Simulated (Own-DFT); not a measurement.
## Calculated data, Hf₃₆O₇₁ (tetragonal hafnia with one neutral oxygen vacancy, atoms displaced)

A calculation, not a measurement: plane-wave PBE and HSE06 DFT by an unreviewed code, no spin, of a simulated cell at Gamma alone, so results move with cell size and shape, stress positive in tension, energies less offsets, not probed for a lower state with spin; hafnium file: forces about 75 meV/angstrom off all-electron values; oxygen file: force components 24 meV/angstrom off all-electron in a glass; k mesh not checked against a denser one; forces and stress are PBE's, HSE06 gives the energy alone, and its difference from PBE has offsets of its own; offsets are fitted by least squares, one for each functional and potential file, so energies compare only between cells with the same atoms and settings and are not formation energies; the far tail of each file's local potential was reset to the Coulomb form; each entry is a single point on an unrelaxed cell, so the pressure reflects the starting lattice, taken from the Materials Project, from which strain is counted, and rises with the displacements; printed positions are rounded, which can move forces by about a meV/angstrom; the program is a retired in-house code; no spin-orbit coupling. Program: Own-DFT development build.

```xyz
107
Lattice="10.7800 0.0000 0.0000 0.0000 10.7800 0.0000 0.0000 0.0000 10.4493" Properties=species:S:1:pos:R:3:force_x:R:1:force_y:R:1:force_z:R:1 formula=Hf36O71 first_functional=PBE second_functional=HSE06 exact_exchange_share=0.25 screening=0.11 exchange_divergence=Gygi-Baldereschi potential_files=PseudoDojo_norm-conserving,scalar-relativistic,made_for_PBE,standard_set wave_cutoff=48 occupations=fixed k_mesh=1_x_1_x_1_centred_on_Gamma PBE_energy_of_cell_above_offsets=-97.142 HSE06_less_PBE_above_offsets=0.059 PBE_pressure=1.71 PBE_stress_xx=-2.54 PBE_stress_yy=-0.78 PBE_stress_zz=-1.81 PBE_stress_yz=-0.25 PBE_stress_xz=-0.39 PBE_stress_xy=0.04
Hf     0.0206    10.7026    10.4464     -0.468      1.204      0.029
Hf     1.7831     1.7707     2.5814      0.505      1.814     -0.116
O     10.7713     1.8090     1.5103     -0.175     -0.295      0.563
O      1.8172     0.0081     3.5278     -0.196     -0.204      1.923
O      0.0227     1.8004     4.2209     -0.065     -0.111      0.181
O      1.8270     0.0448     1.0448      0.187     -0.877     -0.583
Hf    10.7487    10.7528     5.2601     -0.568      1.355     -0.262
Hf     1.8314     1.7355     7.7688     -2.224     -0.125       0.97
O     10.7561     1.7762     6.8212      0.404      0.178     -0.172
O      1.7979     0.0006     8.8452      0.468      0.298     -0.135
O     10.7426     1.7472     9.3278      0.348      0.821      1.148
O      1.7859     0.0176     6.2832      0.272      0.262     -0.895
Hf    10.7678     3.5399     0.0113      0.437     -1.105      0.326
Hf     1.8096     5.3976     2.5331     -2.507     -0.614      1.391
O     10.7777     5.4040     1.6220     -0.359     -0.437     -0.713
O      1.7825     3.5672     3.7458     -0.132      0.891     -1.035
O      0.0179     5.4236     4.2170      0.113      0.224      0.816
O      1.8259     3.5220     1.1052     -0.576       0.45     -1.329
Hf     0.0192     3.6654     5.2617     -0.445     -1.256     -1.923
Hf     1.7042     5.3507     7.7912      1.918      0.211      1.561
O     10.7368     5.4193     6.8273      1.558     -0.042     -1.183
O      1.8024     3.5817     8.8522      0.118      0.077      0.031
O     10.7055     5.3559     9.4111      0.967      0.453     -0.268
O      1.8049     3.6347     6.2850      0.017      0.284      0.446
Hf    10.7308     7.1677    10.3975      1.075      0.289      0.171
Hf     1.7826     9.0706     2.6214      0.533     -1.693     -1.555
O     10.7591     9.0641     1.6009      0.377      0.195     -0.055
O      1.8281     7.1913     3.6264      0.292      0.274      0.013
O     10.7022     8.9855     4.2087      0.376      0.016     -0.101
O      1.7684     7.2095     1.0179      0.761      0.086     -0.155
Hf     0.0685     7.2188     5.2514      -1.21     -0.259     -1.047
Hf     1.7874     8.9173     7.8400      0.352      1.367      0.359
O      0.0057     8.9763     6.8219     -0.045      0.066     -0.279
O      1.9024     7.2845     8.9135      -0.84      -2.66     -0.934
O      0.0897     8.9917     9.3792      -0.42     -0.509      0.467
O      1.8495     7.2116     6.1941     -0.682     -0.563      0.831
Hf     3.6804    10.7375    10.4433     -1.737      0.485      0.744
Hf     5.3827     1.8887     2.5863     -1.189     -1.497       0.53
O      3.6232     1.8133     1.4856      -0.22      0.324      1.349
O      5.4287     0.0434     3.6970     -0.372      -0.28      -1.09
O      3.5320     1.8308     4.1499      0.266     -0.716      0.985
O      5.3635     0.1193     1.0092      0.807      -1.18      0.765
Hf     3.5673    10.7021     5.2058      0.463      1.809     -0.055
Hf     5.2697     1.7747     7.8217      2.576      -0.25      0.768
O      3.6339     1.7974     6.8045     -0.689      0.312     -0.285
O      5.3646    10.7642     8.9376     -0.332      1.461     -1.111
O      3.6439     1.8439     9.5340      0.425     -1.311     -2.856
O      5.3971     0.0078     6.1989     -1.071      0.087      1.519
Hf     3.6064     3.5646    10.3764      -0.87      1.285      2.195
Hf     5.2979     5.3758     2.6629      1.049      0.014     -0.058
O      3.4815     5.2949     1.5583      2.985       0.76     -0.423
O      5.3094     3.5735     3.7448      0.058      0.918     -1.142
O      3.5994     5.3187     4.1877      0.331      1.542     -0.813
O      5.4384     3.5795     1.1100     -0.506      0.471     -0.872
Hf     3.6459     3.6462     5.2265     -1.571     -2.234     -0.722
Hf     5.3087     5.3484     7.7610      2.453      3.148      0.414
O      3.5886     5.3977     6.8510     -1.459     -0.421     -1.327
O      5.4411     3.6676     8.8188     -0.078     -2.068      0.584
O      3.5884     5.4220     9.3742      0.365     -0.874      0.251
O      5.4496     3.6451     6.1759      -2.18      0.019      2.332
Hf     3.6814     7.1467    10.4357     -1.452      1.052     -0.489
Hf     5.3877     8.9671     2.6219       0.87      1.207       0.29
O      5.4242     7.2769     3.6858     -1.124     -1.942     -0.937
O      3.5495     9.0273     4.2364     -0.013     -1.369     -1.066
O      5.4568     7.1997     1.0043     -2.075      -0.17      1.281
Hf     3.5596     7.1185     5.1076      1.523      1.554      1.527
Hf     5.4120     9.0651     7.8498     -0.015     -2.328     -0.296
O      3.5675     8.9422     6.8285      0.727      0.794     -0.077
O      5.4546     7.2290     8.8606     -0.688     -0.659      -0.13
O      3.5752     8.9944     9.4622       0.59     -0.499      0.592
O      5.3906     7.1503     6.2463      -0.46     -0.405     -0.827
Hf     7.1611    10.7775     0.0355      0.648     -1.193      0.339
Hf     8.9516     1.7694     2.6172      0.717      1.407      0.027
O      7.1524     1.7685     1.6610      0.354      0.291     -1.107
O      8.9472     0.1041     3.6558      0.189     -2.041      0.121
O      7.2132     1.8965     4.1495     -0.513     -1.484      0.454
O      8.9061    10.7653     1.0383      1.077      0.144      0.048
Hf     7.1521     0.0564     5.2303      0.371     -0.569     -1.599
Hf     8.9604     1.7765     7.8410      0.934     -0.171      0.174
O      7.1959     1.7752     6.8045     -1.496      -0.07      0.499
O      9.0323     0.0037     8.9168     -0.378     -0.645     -0.914
O      7.2345     1.7345     9.4692     -0.267      0.926     -0.741
O      8.9365     0.0053     6.2069      0.767     -0.143       0.83
Hf     7.1536     3.4987    10.3984      0.874      1.613      0.696
Hf     8.8686     5.3723     2.5324      1.764     -0.487      1.765
O      7.1321     5.3928     1.6357     -0.721       0.38     -0.682
O      8.9069     3.6430     3.6545      0.932     -0.333     -0.873
O      7.1684     5.3103     4.1832      -0.78      1.278     -0.104
O      8.9833     3.5084     1.0236     -0.826      0.704      -0.62
Hf     7.1153     3.5572     5.2106      2.981      0.733     -0.643
Hf     9.0729     5.2810     7.8097     -3.502      1.879      0.942
O      7.2614     5.4427     6.8206     -0.715      0.003      0.235
O      9.0110     3.6375     8.8588     -0.395     -1.947      0.319
O      7.2559     5.4465     9.4660     -0.186     -2.106      0.256
O      8.9086     3.5903     6.2351      1.389      0.163      0.618
Hf     7.1797     7.1196     0.0385      1.286      1.416     -1.436
Hf     8.9912     8.9511     2.6305     -0.792      0.774      0.162
O      7.1981     8.9441     1.6073     -0.649      0.227      0.225
O      8.9163     7.1607     3.6184     -0.119      -0.25     -0.124
O      7.1369     8.9782     4.2009      0.693      0.425      0.559
O      9.0687     7.2375     1.0004     -1.421     -0.312      1.063
Hf     7.2749     7.1244     5.2416     -1.062       0.43      0.133
Hf     8.9548     8.9798     7.8518     -0.285     -0.321      0.305
O      7.1703     8.9559     6.8097      0.201      0.404      0.294
O      8.9615     7.2492     8.9682      0.662     -0.291      -1.44
O      7.1309     9.0132     9.4401      0.206      0.079      0.048
O      9.0256     7.2513     6.2430      0.514     -0.019      0.129
```

Units: screening in 1/bohr; wave_cutoff in hartree; PBE_energy_of_cell_above_offsets, HSE06_less_PBE_above_offsets in eV; PBE_pressure, PBE_stress_xx, PBE_stress_yy, PBE_stress_zz, PBE_stress_yz, PBE_stress_xz, PBE_stress_xy in GPa; force_x, force_y, force_z in eV/Å.
